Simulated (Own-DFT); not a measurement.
# A layer strained by its substrate: wurtzite AlGaN with randomly placed atoms, 72 atoms (Al9Ga27N36)

No measurement is shown. These are fixed-geometry runs of a retired plane-wave code named Own-DFT, which no person has reviewed; spin and spin-orbit coupling are neglected.

Method: PBE; PseudoDojo norm-conserving scalar-relativistic files (stringent for Ga); cutoff 96 hartree; 4 x 4 x 3 k mesh centred on Gamma; Gaussian smearing of 0.01 eV.

Keep in mind: forces on such cells passed a denser k mesh, each cell not checked; stress not checked against mesh or cutoff.

Unstrained cell vectors in Å: (9.509, 0.000, 0.000); (-4.755, 8.235, 0.000); (0.000, 0.000, 10.268). The unstrained cell has measured lattice constants (interpolated for alloys), not those of this functional. That, the random moves and any unrelaxed bonds set the pressure at no strain. Each run strains x and y alike by e, as a substrate would, and holds the height along z. Each atom got a random Gaussian move of width 0.05 Å along each axis. The random placing of the alloy's atoms differs from row to row. Stress is positive in tension.

```
e (%)  u (Å)  (s_xx + s_yy)/2 (GPa)  s_zz (GPa)
-2.50  0.047                 -22.78      -10.66
-2.25  0.052                 -20.43      -12.12
-1.50  0.052                 -17.22       -8.22
-0.25  0.049                  -7.44       -9.02
 0.50  0.044                  -4.08       -5.54
 0.75  0.052                  -2.45       -6.75
 1.00  0.049                  -1.72       -5.71
 2.25  0.049                   3.67       -4.18
 2.50  0.051                      ?           ?
 3.00  0.048                   7.47       -3.80
```

## Worked fit

With e as a fraction, the in-plane stress is -6.8 + 561 e - 3131 e² GPa (errors 13 and 812, scatter 0.72), and s_zz is -7.5 + 141 e GPa (slope ± 19, scatter 1.04). At e = 0 the first slope is C11 + C12 and the second 2 C13, both with the ions held to the strained lattice and at the cell's own pressure. The term in e² is negative: the layer stiffens under compression and softens under tension. A free layer would change its height as e changes, and the in-plane slope would drop by 2 C13²/C33 to the biaxial modulus. At fixed height, a misfit of 1 % moves the in-plane stress by about 5.6 GPa and s_zz by 1.4 GPa.

## Withheld run

The question: what are the two stresses at e = 2.50 %?

Estimate: 5.2 and -4.0 GPa. Computed: 5.46 and -5.00 GPa.
